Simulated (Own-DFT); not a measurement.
# Which defects push the lattice out? zincblende GaAs

Source: density functional calculations with Own-DFT, an unreviewed in-house program that is no longer used. Nothing was measured or relaxed, and spin and spin-orbit coupling are left out.

Settings: PBE; PseudoDojo norm-conserving scalar-relativistic files; cutoff 42 hartree; 3 x 3 x 3 k mesh centred on Gamma; Fermi-Dirac smearing of 0.1 eV.

Caveats (not all hold for every row): not probed for a lower state with spin; forces not confirmed at this smearing and k mesh; stress not checked against mesh or cutoff.

All runs share one cell, with vectors in Å (10.862, 0.000, 0.000); (0.000, 10.862, 0.000); (0.000, 0.000, 11.796) and a volume of 1391.7 Å³, strained against the parent crystal. Atoms were moved at random from their sites; u is the rms move along one axis. The defect's site can differ from row to row.

| cell | formula | u (Å) | P (GPa) |
|---|---|---|---|
| no defect | As32Ga32 | 0.0284 | 6.64 |
| no defect | As32Ga32 | 0.0478 | 7.03 |
| no defect | As32Ga32 | 0.0486 | 6.91 |
| one P on an As site | As31Ga32P | 0.0304 | 6.35 |
| one P on an As site | As31Ga32P | 0.0483 | 6.80 |
| one P on an As site | As31Ga32P | 0.0509 | 6.89 |
| one In on a Ga site | As32Ga31In | 0.0267 | 7.37 |
| one In on a Ga site | As32Ga31In | 0.0286 | 7.36 |
| one In on a Ga site | As32Ga31In | 0.0302 | ? |
| one In on a Ga site | As32Ga31In | 0.0308 | 7.42 |
| one Al on a Ga site | AlAs32Ga31 | 0.0295 | 6.63 |
| one Al on a Ga site | AlAs32Ga31 | 0.0307 | 6.62 |
| one Al on a Ga site | AlAs32Ga31 | 0.0468 | 6.98 |
| one As vacancy and one Ga vacancy | As31Ga31 | 0.0287 | 5.81 |
| one As vacancy and one Ga vacancy | As31Ga31 | 0.0468 | 6.22 |
| one As vacancy and one Ga vacancy | As31Ga31 | 0.0532 | 6.28 |

## Fit

P = P0 + c u² + a shift for each defect gives P0 = 6.38 GPa, c = 261 ± 21 GPa/Å² and a scatter of 0.05 GPa. The shifts, and each times the cell's volume:

- one In on a Ga site: 0.79 ± 0.05 GPa, 6.8 eV
- one Al on a Ga site: 0.01 ± 0.05 GPa, 0.1 eV (not resolved)
- one P on an As site: -0.21 ± 0.04 GPa, -1.9 eV
- one As vacancy and one Ga vacancy: -0.79 ± 0.04 GPa, -6.8 eV

Against the defect-free cell, a freed cell would be larger where the shift is positive and smaller where it is negative (160.2 GPa Å³ is 1 eV). The atoms around the defects weren't relaxed, which would change these numbers.

## Prediction

Asked: what pressure belongs in the blank (one In on a Ga site, u = 0.0302 Å)?

The fitted form gives 7.41 ± 0.06 GPa. The run itself gave 7.44 GPa.
